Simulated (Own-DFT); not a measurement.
# Short bonds, stiff crystals?

No measurement is shown. These are fixed-geometry runs of a retired plane-wave code named Own-DFT, which no person has reviewed; spin and spin-orbit coupling are neglected.

Caveats (not all hold for every row): forces on such cells moved up to 12 meV/angstrom on a denser k mesh; forces not confirmed at this smearing and k mesh; k mesh not checked against a denser one; forces on such cells passed a denser k mesh, each cell not checked; stress not checked against mesh or cutoff.

All runs are PBE with PseudoDojo norm-conserving files; cutoff and k mesh are each material's own. Every cell starts from measured lattice constants and was given uniform random strains and small random moves of its atoms. Each triple is the change of volume in per cent, the rms move u in Å and the pressure in GPa.

- 3C SiC (C48Si48), 10.36 Å³/atom unstrained: (-1.82, 0.052, 10.35); (-1.27, 0.047, 8.05); (0.92, 0.053, 4.06); (1.08, 0.050, 2.70); (2.63, 0.049, -0.40); (2.84, 0.049, -0.24); (3.41, 0.048, -1.45)
- wurtzite AlN (Al36N36), 10.45 Å³/atom unstrained: (-3.42, 0.049, 13.87); (-1.45, 0.052, 8.52); (-1.38, 0.051, 8.89); (-0.41, 0.049, 6.41); (0.51, 0.051, 4.95); (0.55, 0.054, 5.69); (2.16, 0.048, 1.08)
- wurtzite GaN (Ga48N48), 11.42 Å³/atom unstrained: (-2.94, 0.047, 13.25); (-1.50, 0.055, 10.81); (0.40, 0.049, 6.11); (0.42, 0.049, 6.24); (1.58, 0.047, 4.23); (2.34, 0.048, 2.73); (2.37, 0.050, 2.90)
- diamond silicon (Si64), 20.02 Å³/atom unstrained: withheld
- zincblende InP (In48P48), 25.27 Å³/atom unstrained: (-1.86, 0.046, 5.17); (-1.45, 0.049, 4.88); (-0.19, 0.049, 3.81); (0.34, 0.047, 3.53); (0.46, 0.053, 3.44); (0.81, 0.050, 3.12); (2.96, 0.047, 1.61)
- grey tin (Sn64), 34.15 Å³/atom unstrained: (-1.92, 0.047, 4.73); (-1.59, 0.052, 4.61); (-1.46, 0.049, 4.47); (-1.24, 0.054, 4.46); (0.04, 0.051, 3.81); (0.57, 0.049, 3.34); (1.02, 0.049, 3.14)

## Analysis

Fit a line to each set against the fractional change of volume; B is minus its slope, and u is nearly the same within a set. To take it to zero pressure, assume that B rises by 4 GPa for each GPa: B0 = B - 4 x (mean pressure). The bond length of an ideal tetrahedral crystal with the unstrained volume v is d = (√3/4)(8 v)^(1/3). Cohen's empirical rule reads B0 = (1971 - 220 L) d^(-3.5) GPa, with L = 0 for group IV crystals and SiC and 1 for III-V compounds.

| material | L | d (Å) | B (GPa) | mean P (GPa) | B0 (GPa) | rule (GPa) |
|---|---|---|---|---|---|---|
| 3C SiC (C48Si48) | 0 | 1.888 | 220 ± 11 | 3.3 | 207 ± 11 | 213 |
| wurtzite AlN (Al36N36) | 1 | 1.893 | 219 ± 13 | 7.1 | 190 ± 13 | 188 |
| wurtzite GaN (Ga48N48) | 1 | 1.950 | 201 ± 7 | 6.6 | 174 ± 7 | 169 |
| diamond silicon (Si64) | 0 | 2.352 | ? | ? | ? | 99 |
| zincblende InP (In48P48) | 1 | 2.541 | 74 ± 2 | 3.7 | 59 ± 2 | 67 |
| grey tin (Sn64) | 0 | 2.810 | 55 ± 2 | 4.1 | 38 ± 2 | 53 |

A line through ln[B0/(1971 - 220 L)] against ln d has a slope of -4.2 ± 0.2 and a scatter of 6 %. Against the rule, B0 stands at 97 % for 3C SiC, 101 % for wurtzite AlN, 103 % for wurtzite GaN, 89 % for zincblende InP, 73 % for grey tin. PBE tends to make silicon and heavier crystals too soft, and the rule itself is only a guide.

## Prediction

The question: what B0 does the fitted trend give for diamond silicon (Si64)?

The straight line predicts 86 GPa. Its own runs give B = 101 ± 7 GPa at a mean pressure of 2.5 GPa, so B0 = 91 GPa.
